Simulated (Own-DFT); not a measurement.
GaP (zincblende, atoms displaced) (calculated)

All values are calculated (Own-DFT development build). A calculation, not a measurement: plane-wave PBE density functional theory by an unreviewed code, no spin, of a simulated periodic cell, stress positive in tension, free energy of the whole cell less one offset for each atom, forces on such cells passed a denser k mesh, this cell's mesh not checked; offsets are fitted by least squares, one for each functional and potential file, so energies compare only between cells with the same atoms and settings and are not formation energies; the far tail of each file's local potential was reset to the Coulomb form; each entry is a single point on an unrelaxed cell, so the pressure reflects the starting lattice, mostly measured values (interpolated for alloys), from which strain is counted, and rises with the displacements; printed positions are rounded, which can move forces by about a meV/angstrom; the program, named Own-DFT, is a retired in-house code; no spin-orbit coupling; before rounding, a Quantum ESPRESSO 7.3.1 run of the same cell and cutoff gave forces within 1 meV/angstrom rms on each cell, which checks the program and not the settings.

Settings shared by all entries: functional PBE; potential files PseudoDojo norm-conserving, scalar-relativistic, standard set; wave cutoff 42 hartree; occupations Fermi-Dirac; smearing width 0.1 eV; k mesh 2 x 3 x 3 centred on Gamma.

(1) GaP (zincblende, atoms displaced)

```
GaP
1.0
     16.3515     0.0000     0.0000
      0.0000    10.9010     0.0000
      0.0000     0.0000    10.9010
Ga P Ga P Ga P Ga P Ga P Ga P Ga P Ga P Ga P Ga P Ga P Ga P
4 4 4 4 4 4 4 4 4 4 4 4 4 4 4 4 4 4 4 4 4 4 4 4
Direct
  0.99118 0.01415 0.99568
  0.99974 0.25300 0.25721
  0.18033 0.00314 0.23943
  0.15586 0.24935 0.99517
  0.08615 0.12965 0.11966
  0.08484 0.36491 0.37792
  0.24998 0.12594 0.39169
  0.24865 0.37406 0.13308
  0.98901 0.98708 0.49668
  0.00666 0.25017 0.75098
  0.16657 0.01415 0.75476
  0.16024 0.25235 0.48515
  0.09669 0.12430 0.63271
  0.08860 0.36050 0.87216
  0.24978 0.11534 0.87899
  0.25515 0.37786 0.62056
  0.00431 0.49340 0.00258
  0.99464 0.74029 0.24345
  0.16863 0.49406 0.24583
  0.16249 0.73698 0.00182
  0.07452 0.61466 0.11983
  0.08332 0.88041 0.38667
  0.25646 0.62501 0.36537
  0.25947 0.86701 0.12977
  0.01212 0.50241 0.49417
  0.00169 0.74542 0.73939
  0.16213 0.50762 0.75863
  0.16536 0.74925 0.51040
  0.07011 0.61808 0.64761
  0.08761 0.89762 0.89251
  0.24185 0.62339 0.87737
  0.25866 0.88614 0.61919
  0.32415 0.00257 0.02880
  0.33414 0.24461 0.25113
  0.49844 0.00518 0.25488
  0.50857 0.25078 0.99937
  0.41510 0.11911 0.13088
  0.41670 0.37090 0.38658
  0.58020 0.11259 0.37929
  0.58701 0.37948 0.14319
  0.33515 0.00640 0.48928
  0.33816 0.25885 0.75925
  0.50186 0.00131 0.75785
  0.49573 0.23537 0.49460
  0.42073 0.14390 0.64156
  0.41479 0.37878 0.88307
  0.59247 0.12181 0.88507
  0.57909 0.36442 0.62229
  0.33129 0.50136 0.99322
  0.33067 0.75268 0.25641
  0.50304 0.50529 0.24358
  0.51022 0.75681 0.99779
  0.40081 0.62511 0.12407
  0.41775 0.88023 0.37920
  0.57826 0.62523 0.39215
  0.57943 0.87819 0.14457
  0.32837 0.49784 0.48765
  0.32886 0.75896 0.75628
  0.50891 0.50216 0.75881
  0.49716 0.76135 0.50273
  0.42075 0.60648 0.63413
  0.41216 0.90004 0.88019
  0.58786 0.64465 0.87644
  0.58418 0.87896 0.61971
  0.66766 0.99105 0.99772
  0.66843 0.24569 0.24605
  0.83088 0.98592 0.26818
  0.83458 0.26179 0.00614
  0.75203 0.11940 0.09976
  0.74533 0.36266 0.35751
  0.91131 0.12802 0.38467
  0.89997 0.37499 0.12412
  0.66885 0.99165 0.49716
  0.66813 0.24240 0.74506
  0.83564 0.99284 0.73924
  0.83826 0.24734 0.49851
  0.74612 0.12349 0.61371
  0.74528 0.37217 0.87847
  0.90979 0.12565 0.87834
  0.91063 0.37257 0.60748
  0.65934 0.51327 0.01289
  0.67268 0.74885 0.24284
  0.83607 0.48075 0.25459
  0.83283 0.72914 0.99540
  0.75589 0.62403 0.12960
  0.75463 0.86265 0.38379
  0.92253 0.62092 0.36651
  0.91518 0.87843 0.10669
  0.65750 0.50290 0.50017
  0.66319 0.72762 0.73536
  0.83921 0.49628 0.74346
  0.84026 0.74534 0.49933
  0.75123 0.62720 0.62692
  0.74459 0.87596 0.86296
  0.91581 0.62555 0.87085
  0.91430 0.88531 0.62458
```

```
free energy of cell above offsets : -38.638 eV
pressure                          : 4.75 GPa
stress xx                         : -4.6 GPa
stress yy                         : -4.86 GPa
stress zz                         : -4.8 GPa
stress yz                         : -0.5 GPa
stress xz                         : 0.4 GPa
stress xy                         : 0.9 GPa
```

Force:
| element | x (eV/Å) | y (eV/Å) | z (eV/Å) |
| --- | --- | --- | --- |
| Ga | 1.132 | -0.378 | 0.78 |
| Ga | -0.913 | -0.852 | -1.15 |
| Ga | -1.273 | 0.186 | 1.186 |
| Ga | 3.297 | -0.819 | 1.087 |
| P | -1.328 | -0.888 | 1.617 |
| P | -0.898 | 2.618 | -1.724 |
| P | -0.337 | 0.473 | -2.646 |
| P | 0.375 | -0.975 | -1.832 |
| Ga | 1.914 | 2.007 | -0.282 |
| Ga | -1.554 | -1.022 | -1.029 |
| Ga | 1.261 | -2.464 | 0.364 |
| Ga | 2.131 | -1.281 | 3.348 |
| P | -2.988 | 1.181 | -2.229 |
| P | -1.534 | 3 | -0.488 |
| P | 0.935 | 1.937 | 1.099 |
| P | -1.756 | -0.029 | 0.538 |
| Ga | -1.768 | -1.316 | -1.607 |
| Ga | 0.79 | 2.309 | -0.632 |
| Ga | -0.64 | 0.749 | 0.499 |
| Ga | -0.369 | 1.574 | 0.419 |
| P | 1.834 | 0.806 | 1.626 |
| P | 0.225 | -0.979 | -1.817 |
| P | -2.552 | -0.2 | 1.289 |
| P | -2.932 | -1.313 | -0.006 |
| Ga | -1.554 | -0.343 | 0.291 |
| Ga | -2.267 | 3.884 | 3.129 |
| Ga | 0.639 | -1.693 | -0.954 |
| Ga | 0.389 | -0.002 | -0.025 |
| P | 3.23 | -1.658 | -3.23 |
| P | -0.27 | -1.961 | -1.268 |
| P | 1.352 | 0.63 | -0.19 |
| P | -1.492 | -0.795 | 0.856 |
| Ga | 1.379 | 1.139 | -2.791 |
| Ga | -0.005 | 0.602 | 0.924 |
| Ga | -0.649 | -0.41 | 0.057 |
| Ga | -0.738 | 0.238 | 0.703 |
| P | 0.816 | 1.254 | -0.341 |
| P | 0.302 | 0.145 | -2.029 |
| P | 1.267 | 1.094 | -0.414 |
| P | -0.595 | -0.374 | -1.936 |
| Ga | 1.207 | 0.075 | 2.035 |
| Ga | -1.437 | -0.331 | -0.006 |
| Ga | 0.385 | 0.756 | -0.487 |
| Ga | 0.391 | 0.906 | 0.475 |
| P | -0.188 | -2.306 | -0.934 |
| P | 1.652 | 0.051 | 0.095 |
| P | -1.177 | 0.303 | -1.137 |
| P | 0.64 | 0.393 | 0.459 |
| Ga | -0.96 | -0.353 | 0.836 |
| Ga | 1.8 | 0.381 | 0.391 |
| Ga | -1.784 | 0.48 | 1.412 |
| Ga | -2.702 | 1.244 | 0.958 |
| P | 2.795 | 0.392 | -0.091 |
| P | -0.387 | -0.428 | -0.799 |
| P | -0.09 | 1.167 | -2.493 |
| P | 1.195 | -0.504 | -1.596 |
| Ga | 1.182 | 0.084 | 1.339 |
| Ga | 1.107 | -0.457 | -0.242 |
| Ga | -0.335 | -0.686 | 0.055 |
| Ga | -0.374 | -1.175 | 1.026 |
| P | -1.117 | 2.132 | -0.767 |
| P | 0.036 | -1.967 | 0.796 |
| P | -0.536 | -2.541 | 0.554 |
| P | -0.283 | -0.561 | 1.201 |
| Ga | -0.194 | -0.789 | 0.585 |
| Ga | -0.423 | -2.386 | -0.937 |
| Ga | 0.677 | 1.254 | -2.382 |
| Ga | -1.947 | -2.152 | -2.612 |
| P | 0.015 | -0.027 | 3.023 |
| P | 0.851 | 1.293 | 3.075 |
| P | 1.558 | -1.344 | -1.841 |
| P | 5.233 | 0.345 | 0.308 |
| Ga | -0.018 | 0.132 | -0.136 |
| Ga | -0.123 | 0.535 | 0.28 |
| Ga | -2.122 | 1.815 | 1.7 |
| Ga | -3 | 0.198 | -0.177 |
| P | 1.14 | -0.11 | 0.558 |
| P | 0.186 | 1.033 | -0.443 |
| P | 0.07 | 1.297 | -1.58 |
| P | 2.488 | 1.165 | 1.598 |
| Ga | 0.973 | -0.755 | -0.693 |
| Ga | -0.773 | -0.158 | 1.364 |
| Ga | -1.436 | 2.427 | 1.333 |
| Ga | -0.493 | 2.415 | -0.367 |
| P | -0.395 | -0.85 | 0.389 |
| P | -1.131 | -0.136 | -0.335 |
| P | -0.97 | -1.026 | 1.258 |
| P | -0.55 | -1.045 | 1.912 |
| Ga | 1.526 | -1.432 | 0.643 |
| Ga | 0.336 | 3.366 | 0.087 |
| Ga | -1.134 | -0.328 | 0.62 |
| Ga | 0.014 | -0.456 | 0.45 |
| P | 1.128 | -1.729 | -1.587 |
| P | 0.559 | -1.605 | -0.041 |
| P | 1.267 | -0.975 | -0.397 |
| P | 0.812 | -3.098 | 0.075 |

(2) GaP (zincblende, atoms displaced)

```
GaP
1.0
     16.3515     0.0000     0.0000
      0.0000    10.9010     0.0000
      0.0000     0.0000    10.9010
Ga P Ga P Ga P Ga P Ga P Ga P Ga P Ga P Ga P Ga P Ga P Ga P
4 4 4 4 4 4 4 4 4 4 4 4 4 4 4 4 4 4 4 4 4 4 4 4
Direct
  0.99809 0.98871 0.00367
  0.99304 0.25538 0.25054
  0.17891 0.01474 0.25353
  0.16597 0.24323 0.00462
  0.07815 0.12115 0.12990
  0.09172 0.36949 0.38570
  0.24957 0.10527 0.38072
  0.24902 0.38093 0.11970
  0.00017 0.00425 0.50051
  0.99413 0.24960 0.76067
  0.17249 0.98690 0.74222
  0.16863 0.24806 0.48862
  0.09110 0.11510 0.62335
  0.08385 0.36486 0.87905
  0.26410 0.12756 0.87442
  0.24352 0.36761 0.60935
  0.00553 0.49240 0.00248
  0.01246 0.74154 0.23526
  0.16286 0.49298 0.26825
  0.16838 0.75683 0.00107
  0.08284 0.63435 0.12322
  0.08737 0.85551 0.37825
  0.25021 0.63060 0.37760
  0.24858 0.87475 0.12229
  0.00738 0.51011 0.48823
  0.99850 0.75963 0.74907
  0.17053 0.51255 0.74262
  0.16879 0.74525 0.51639
  0.08695 0.62199 0.61392
  0.07697 0.87321 0.89251
  0.25303 0.61590 0.88166
  0.24678 0.87153 0.65408
  0.32566 0.99384 0.00161
  0.33760 0.25181 0.23743
  0.49800 0.98712 0.24267
  0.48969 0.25234 0.99140
  0.42103 0.14854 0.11162
  0.41229 0.36932 0.38888
  0.57331 0.12708 0.37333
  0.57333 0.37100 0.13387
  0.34342 0.99860 0.49546
  0.31877 0.24196 0.73558
  0.50266 0.99782 0.75127
  0.49953 0.26338 0.50806
  0.41766 0.11099 0.62167
  0.41062 0.38059 0.86249
  0.57057 0.12270 0.87052
  0.57633 0.37148 0.64073
  0.33161 0.49789 0.01146
  0.32958 0.76170 0.25232
  0.50438 0.50255 0.24681
  0.50179 0.75210 0.99132
  0.41733 0.63474 0.12030
  0.41245 0.86287 0.35900
  0.57096 0.62190 0.36744
  0.57850 0.87640 0.10102
  0.34242 0.50922 0.49812
  0.33043 0.75713 0.75688
  0.50124 0.50074 0.75158
  0.49816 0.74954 0.50817
  0.42844 0.61438 0.62099
  0.41965 0.88962 0.85773
  0.59375 0.61531 0.87215
  0.58113 0.87150 0.62166
  0.66793 0.00258 0.01264
  0.66148 0.23678 0.23745
  0.81687 0.99273 0.24545
  0.82909 0.25495 0.99668
  0.75821 0.13587 0.11445
  0.74204 0.37257 0.38565
  0.90556 0.12681 0.37844
  0.91333 0.35684 0.12703
  0.67623 0.99914 0.49718
  0.66478 0.26218 0.75872
  0.83326 0.99322 0.76074
  0.82287 0.24030 0.49332
  0.75485 0.10765 0.62714
  0.74917 0.37057 0.89379
  0.91426 0.12076 0.86544
  0.92338 0.36947 0.62208
  0.67478 0.50175 0.99962
  0.67287 0.75147 0.24026
  0.82328 0.49224 0.24352
  0.83174 0.74455 0.01646
  0.73982 0.63575 0.11917
  0.75372 0.87170 0.37855
  0.92116 0.62270 0.36852
  0.90737 0.88885 0.12063
  0.67932 0.51452 0.51121
  0.67700 0.75196 0.74219
  0.83101 0.51045 0.75222
  0.83149 0.73170 0.49173
  0.74655 0.62817 0.62410
  0.74967 0.88273 0.87182
  0.93377 0.63851 0.86965
  0.93591 0.88932 0.62065
```

```
free energy of cell above offsets : -35.083 eV
pressure                          : 5.45 GPa
stress xx                         : -5 GPa
stress yy                         : -5.68 GPa
stress zz                         : -5.67 GPa
stress yz                         : -0.27 GPa
stress xz                         : -0.05 GPa
stress xy                         : -0.53 GPa
```

Force:
| element | x (eV/Å) | y (eV/Å) | z (eV/Å) |
| --- | --- | --- | --- |
| Ga | -0.774 | 2.136 | 0.106 |
| Ga | 1.326 | -1.442 | 1.659 |
| Ga | -3.41 | -2.814 | -2.109 |
| Ga | 0.356 | -0.283 | -0.438 |
| P | 0.552 | 0.11 | 0.301 |
| P | -3.127 | 0.189 | -1.571 |
| P | 2.407 | 3.172 | 1.261 |
| P | -1.158 | -0.944 | 1.799 |
| Ga | 1.778 | 1.278 | -2.518 |
| Ga | 1.255 | -0.119 | -1.247 |
| Ga | -3.279 | 3.779 | 3.781 |
| Ga | 0.463 | -2.425 | 1.228 |
| P | -0.646 | 1.219 | 0.177 |
| P | 0.616 | 0.838 | -0.575 |
| P | -3.242 | -1.015 | 0.905 |
| P | 1.157 | 1.821 | 1.009 |
| Ga | -0.425 | 0.196 | 0.002 |
| Ga | -3.299 | 2.899 | 2.749 |
| Ga | 1.231 | 1.393 | -1.861 |
| Ga | -0.065 | -1.079 | -0.595 |
| P | 2.456 | -3.63 | -1.699 |
| P | 0.016 | 1.977 | -0.409 |
| P | 0.354 | -0.257 | 0.179 |
| P | -0.179 | 0.455 | 0.727 |
| Ga | -0.848 | -1.503 | 0.809 |
| Ga | 2.061 | 0.474 | -1.236 |
| Ga | -0.382 | -1.704 | 0.323 |
| Ga | 1.065 | 1.203 | -1.042 |
| P | -1.136 | 0.238 | 2.197 |
| P | 1.789 | -0.299 | -2.259 |
| P | -0.359 | 1.349 | -0.282 |
| P | 2.554 | -2.365 | -5.19 |
| Ga | 2.283 | 0.796 | -0.382 |
| Ga | -0.837 | 0.289 | 1.391 |
| Ga | 0.003 | 1.417 | -0.342 |
| Ga | 2.021 | 2.337 | -2.299 |
| P | -2.094 | -4.59 | 2.457 |
| P | 0.325 | 0.48 | -2.13 |
| P | 1.31 | -0.967 | 0.122 |
| P | 1.672 | -0.264 | -2.17 |
| Ga | -0.866 | -1.296 | -0.111 |
| Ga | 2.187 | 1.127 | -0.917 |
| Ga | 0.558 | 0.317 | -2.124 |
| Ga | -0.256 | -1.679 | -0.137 |
| P | 0.411 | 1.872 | 0.455 |
| P | -0.614 | -0.292 | 0.431 |
| P | 2.609 | 1.18 | 1.318 |
| P | 2.064 | 0.822 | -1.307 |
| Ga | 1.482 | 0.425 | -1.189 |
| Ga | -1.324 | -2.46 | -1.715 |
| Ga | -2.529 | -0.711 | -0.09 |
| Ga | -0.816 | -0.939 | -1.726 |
| P | -0.22 | -0.446 | 0.53 |
| P | 1.953 | 1.737 | 2.733 |
| P | 3.245 | 1.759 | 1.734 |
| P | 1.122 | 0.021 | 2.728 |
| Ga | -1.547 | -0.501 | 0.025 |
| Ga | 1.684 | -1.997 | 0.652 |
| Ga | 0.103 | 0.082 | 1.334 |
| Ga | 0.148 | 0.103 | -1.602 |
| P | -1.957 | 1.512 | 1.027 |
| P | -1.431 | -2.274 | 2.744 |
| P | -0.739 | 1.202 | -0.424 |
| P | 1.281 | 0.519 | 0.114 |
| Ga | -0.13 | 1.022 | -1.986 |
| Ga | -0.369 | 0.706 | 1.019 |
| Ga | 1.946 | 1.327 | 0.066 |
| Ga | 2.922 | -1.249 | -0.793 |
| P | -2.234 | -1.698 | 1.63 |
| P | -0.224 | 0.032 | -1.365 |
| P | 1.352 | -1.062 | -1.275 |
| P | -0.525 | 2.893 | -0.984 |
| Ga | -2.383 | 0.146 | -0.025 |
| Ga | -0.108 | -1.992 | -0.091 |
| Ga | 1.319 | -0.072 | -1.856 |
| Ga | 0.795 | 0.902 | 1.56 |
| P | -0.71 | 1.857 | 0.792 |
| P | -0.121 | 1.414 | -2.777 |
| P | 0.061 | 0.231 | 2.115 |
| P | -1.317 | 0.912 | -0.499 |
| Ga | -2.379 | -0.678 | 0.908 |
| Ga | -3.003 | 1.349 | 1.96 |
| Ga | 0.639 | 0.147 | 0.623 |
| Ga | 1.228 | 0.968 | -2.281 |
| P | 2.095 | -2.253 | 0.205 |
| P | -0.938 | -1.104 | -0.334 |
| P | -0.703 | -0.238 | -1.293 |
| P | 0.552 | -1.556 | 1.328 |
| Ga | -4.176 | -2.68 | -2.529 |
| Ga | -2.122 | 1.047 | 1.272 |
| Ga | 1.652 | -0.964 | 0.345 |
| Ga | 1.707 | 1.271 | 0.434 |
| P | 2.833 | 1.071 | 1.392 |
| P | -0.516 | -1.55 | 1.503 |
| P | -3.256 | -2.267 | 1.956 |
| P | -4.221 | -2.359 | 1.664 |

(3) GaP (zincblende, atoms displaced)

```
GaP
1.0
     16.3515     0.0000     0.0000
      0.0000    10.9010     0.0000
      0.0000     0.0000    10.9010
Ga P Ga P Ga P Ga P Ga P Ga P Ga P Ga P Ga P Ga P Ga P Ga P
4 4 4 4 4 4 4 4 4 4 4 4 4 4 4 4 4 4 4 4 4 4 4 4
Direct
  0.99368 0.00210 0.98826
  0.99900 0.25676 0.25216
  0.16291 0.98425 0.23659
  0.16998 0.22413 0.00264
  0.08683 0.13308 0.12198
  0.09468 0.37979 0.36597
  0.25606 0.13031 0.36887
  0.24838 0.38029 0.11586
  0.99250 0.00250 0.51114
  0.99807 0.24257 0.75620
  0.17130 0.98185 0.74082
  0.16271 0.24791 0.48698
  0.08328 0.13794 0.62560
  0.09681 0.37070 0.85922
  0.25108 0.11455 0.89210
  0.25762 0.37653 0.61942
  0.99853 0.50552 0.99617
  0.99304 0.74939 0.25398
  0.16820 0.49291 0.24125
  0.17651 0.74878 0.00569
  0.08592 0.62086 0.11421
  0.09025 0.86795 0.39824
  0.24781 0.62547 0.38059
  0.24909 0.87544 0.13474
  0.99555 0.51100 0.50927
  0.99958 0.75033 0.75798
  0.17087 0.50139 0.76941
  0.18232 0.76711 0.50863
  0.07073 0.62159 0.62399
  0.07693 0.88426 0.87716
  0.26008 0.61805 0.88136
  0.26192 0.88497 0.61958
  0.34002 0.98970 0.01014
  0.34815 0.23604 0.25265
  0.50398 0.99083 0.25427
  0.50372 0.25933 0.99375
  0.40385 0.12754 0.11087
  0.41467 0.37108 0.38297
  0.58256 0.13834 0.36754
  0.58075 0.36085 0.14917
  0.34171 0.00501 0.50899
  0.34461 0.24662 0.74271
  0.50685 0.00153 0.73189
  0.49293 0.24859 0.50747
  0.41683 0.12161 0.62768
  0.41260 0.37394 0.86754
  0.58719 0.13532 0.87046
  0.59043 0.37042 0.61930
  0.33263 0.50628 0.00791
  0.33316 0.74341 0.24271
  0.50202 0.48941 0.26329
  0.49584 0.74547 0.00078
  0.42102 0.62691 0.11911
  0.41323 0.87649 0.38470
  0.58279 0.62851 0.39263
  0.58167 0.88594 0.11950
  0.33528 0.50676 0.50470
  0.33547 0.74798 0.74957
  0.49416 0.48948 0.73565
  0.50354 0.76656 0.51128
  0.42690 0.62606 0.63103
  0.42334 0.87152 0.86876
  0.57941 0.63062 0.86315
  0.59051 0.88239 0.63435
  0.66163 0.01728 0.00534
  0.65964 0.24661 0.27430
  0.83830 0.00986 0.25733
  0.82876 0.24810 0.99244
  0.75523 0.11357 0.11604
  0.74594 0.40238 0.37931
  0.91872 0.12880 0.36746
  0.90581 0.37390 0.12368
  0.66840 0.99557 0.50350
  0.66494 0.26158 0.76635
  0.83015 0.98984 0.75013
  0.83302 0.25032 0.49595
  0.74285 0.13611 0.63880
  0.75901 0.36500 0.86350
  0.90897 0.12635 0.87877
  0.91434 0.37188 0.62485
  0.67036 0.49850 0.99806
  0.66336 0.75951 0.26243
  0.84014 0.49846 0.25361
  0.82517 0.76685 0.99044
  0.74958 0.62271 0.11705
  0.75087 0.88163 0.37920
  0.91086 0.63069 0.38816
  0.91236 0.87534 0.12100
  0.66523 0.49924 0.49274
  0.65987 0.74922 0.76142
  0.83647 0.51351 0.75073
  0.82660 0.75178 0.50487
  0.74821 0.62005 0.63462
  0.75043 0.85866 0.86923
  0.91855 0.61198 0.87580
  0.91892 0.85507 0.62469
```

```
free energy of cell above offsets : -38.553 eV
pressure                          : 4.9 GPa
stress xx                         : -5.11 GPa
stress yy                         : -4.83 GPa
stress zz                         : -4.77 GPa
stress yz                         : 0.21 GPa
stress xz                         : 0.41 GPa
stress xy                         : -0.44 GPa
```

Force:
| element | x (eV/Å) | y (eV/Å) | z (eV/Å) |
| --- | --- | --- | --- |
| Ga | 0.177 | 0.709 | 1.736 |
| Ga | 0.75 | 0.599 | -0.796 |
| Ga | -1.221 | 1.894 | 2.477 |
| Ga | 0.336 | 3.464 | -0.832 |
| P | -2.449 | -2.012 | 1.434 |
| P | -2.896 | 0.05 | 1.006 |
| P | -0.778 | -1.484 | 0.515 |
| P | 0.921 | -1.573 | 0.588 |
| Ga | 1.141 | -0.067 | -0.243 |
| Ga | 0.08 | 1.165 | -0.243 |
| Ga | -0.98 | 2.116 | 1.25 |
| Ga | 1.414 | 0.138 | 0.734 |
| P | 0.166 | -1.846 | -0.155 |
| P | -2.738 | -2.134 | 2.939 |
| P | 1.523 | -1.29 | -2.983 |
| P | -1.112 | -0.511 | 0.883 |
| Ga | 1.13 | -2.071 | 0.418 |
| Ga | 1.202 | -0.12 | -0.05 |
| Ga | 0.51 | 1.475 | -0.342 |
| Ga | -0.985 | 0.022 | -0.783 |
| P | -0.482 | 0.734 | 1.326 |
| P | -1.797 | 1.364 | -2.268 |
| P | 0.494 | -0.127 | -0.754 |
| P | 1.655 | -1.105 | -1.476 |
| Ga | -0.513 | -2.269 | -1.566 |
| Ga | 0.233 | -0.875 | 0.3 |
| Ga | 0.855 | 1.062 | -3.055 |
| Ga | -1.338 | -2.373 | -0.287 |
| P | 3.902 | 1.823 | 2.004 |
| P | 1.841 | -1.521 | -0.629 |
| P | -1.196 | 2.081 | -1.068 |
| P | 0.138 | -1.051 | 1.687 |
| Ga | -1.355 | -1.267 | -1.77 |
| Ga | -1.892 | 1.887 | 0.376 |
| Ga | -1.199 | 1.347 | -0.06 |
| Ga | -0.819 | -0.373 | 0.623 |
| P | 3.987 | 0.234 | 0.489 |
| P | -0.013 | 0.621 | -0.224 |
| P | -3.127 | -4.369 | 3.757 |
| P | 0.37 | 1.15 | -2.567 |
| Ga | -1.079 | 0.859 | -2.252 |
| Ga | -2.68 | 0.28 | 1.014 |
| Ga | -0.776 | 0.783 | 2.363 |
| Ga | 1.445 | 0.328 | -0.447 |
| P | 1.317 | -0.063 | 0.088 |
| P | 0.918 | 0.782 | 1.187 |
| P | -1.5 | -1.133 | 0.491 |
| P | -1.224 | -0.011 | 0.423 |
| Ga | 0.976 | -1.447 | 0.069 |
| Ga | -0.036 | -0.109 | 1.29 |
| Ga | -0.282 | 1.164 | 0.033 |
| Ga | 1.55 | 0.941 | -0.913 |
| P | -0.206 | -1.166 | 1.826 |
| P | 0.868 | -0.505 | -1.038 |
| P | -0.784 | 0.843 | -1.355 |
| P | 0.149 | -1.561 | 0.208 |
| Ga | 0.219 | 0.283 | -0.239 |
| Ga | 0.406 | -0.157 | 0.119 |
| Ga | 1.709 | -0.573 | 1.163 |
| Ga | -0.226 | -0.753 | -0.164 |
| P | -1.74 | 1.215 | -1.465 |
| P | -0.421 | 0.823 | 0.193 |
| P | -1.095 | -2.396 | 1.888 |
| P | 0.403 | -1.089 | -1.138 |
| Ga | 0.344 | -1.312 | -0.963 |
| Ga | 4.625 | 2.663 | -2.836 |
| Ga | -0.85 | -1.32 | -1.277 |
| Ga | 0.028 | -0.065 | 1.372 |
| P | -0.339 | 1.551 | 1.716 |
| P | 1.917 | -3.698 | -1.794 |
| P | 0.283 | 0.223 | 1.593 |
| P | 1.903 | -0.394 | -0.441 |
| Ga | -0.004 | 1.958 | -0.027 |
| Ga | 0.011 | 0.037 | -1.762 |
| Ga | 0.115 | 0.419 | -0.72 |
| Ga | -0.864 | 0.417 | 0.433 |
| P | 1.022 | -1.236 | -1.375 |
| P | -0.533 | 2.526 | 0.895 |
| P | 0.713 | -0.652 | -1.125 |
| P | 0.36 | 0.194 | 0.153 |
| Ga | -0.722 | -0.61 | -0.374 |
| Ga | 0.129 | -0.836 | -1.277 |
| Ga | -1.103 | 1.326 | -0.17 |
| Ga | 2.263 | -3.241 | 2.478 |
| P | 0.391 | 1.082 | 1.345 |
| P | 0.409 | 0.021 | -0.348 |
| P | 0.328 | -0.447 | -1.288 |
| P | 0.486 | 0.329 | 0.488 |
| Ga | -0.662 | 1.394 | 2.698 |
| Ga | 1.371 | -0.156 | -1.501 |
| Ga | -0.151 | -1.84 | -0.658 |
| Ga | -0.512 | -0.396 | 0.387 |
| P | -1.114 | 0.936 | -0.868 |
| P | -2.218 | 3.488 | -1.058 |
| P | -0.601 | 2.756 | 0.283 |
| P | -0.871 | 2.049 | 0.288 |
